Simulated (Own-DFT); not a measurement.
# One host, several defects: C40 NbSi2

No measurement is shown. These are fixed-geometry runs of a retired plane-wave code named Own-DFT, which no person has reviewed; spin and spin-orbit coupling are neglected.

Common settings: PBEsol; PseudoDojo norm-conserving scalar-relativistic files, made for PBE; cutoff 42 hartree; 4 x 4 x 5 k mesh centred on Gamma; cold (Marzari-Vanderbilt) smearing of 0.2 eV.

Keep in mind: forces on such cells failed a check on a denser k mesh; stress not checked against mesh or cutoff.

All runs share one cell, with vectors in Å (0.000, 8.324, 0.000); (-9.613, 0.000, 0.000); (0.000, 0.000, 6.586) and a volume of 527.0 Å³. The atoms are randomly displaced, by u rms on each axis. The defect's site can differ from row to row.

```
cell,formula,u (Å),P (GPa)
no defect,Nb12Si24,0.0199,-2.16
no defect,Nb12Si24,0.0493,-1.08
no defect,Nb12Si24,0.0548,-0.65
one Si vacancy,Nb12Si23,0.0279,-2.61
one Si vacancy,Nb12Si23,0.0315,-2.63
one Si vacancy,Nb12Si23,0.0513,?
one Si vacancy,Nb12Si23,0.0518,-1.52
two Nb on a Si site each,Nb14Si22,0.0300,3.66
two Nb on a Si site each,Nb14Si22,0.0490,4.62
two Nb on a Si site each,Nb14Si22,0.0514,4.35
two Si on a Nb site each,Nb10Si26,0.0317,-1.73
two Si on a Nb site each,Nb10Si26,0.0463,-1.07
two Si on a Nb site each,Nb10Si26,0.0536,-0.77
```

## Working it out

P = P0 + c u² + a shift for each defect gives P0 = -2.36 GPa, c = 549 ± 42 GPa/Å² and a scatter of 0.13 GPa. The shifts, and each times the cell's volume:

- two Nb on a Si site each: 5.48 ± 0.11 GPa, 18.0 eV (9.0 eV for each of its 2 sites)
- two Si on a Nb site each: 0.07 ± 0.11 GPa, 0.2 eV (0.1 eV for each of its 2 sites) (not resolved)
- one Si vacancy: -0.71 ± 0.11 GPa, -2.3 eV

Positive is outwards. The product with the volume (160.2 GPa Å³ to the eV) is nearly free of the cell's size; divided by the bulk modulus at the cell's pressure it gives the volume that the defect adds. The atoms around the defects weren't relaxed, which would change these numbers.

## Withheld run

Asked: what pressure belongs in the blank (one Si vacancy, u = 0.0513 Å)?

From the fit: -1.63 ± 0.16 GPa. DFT gave -2.03 GPa.
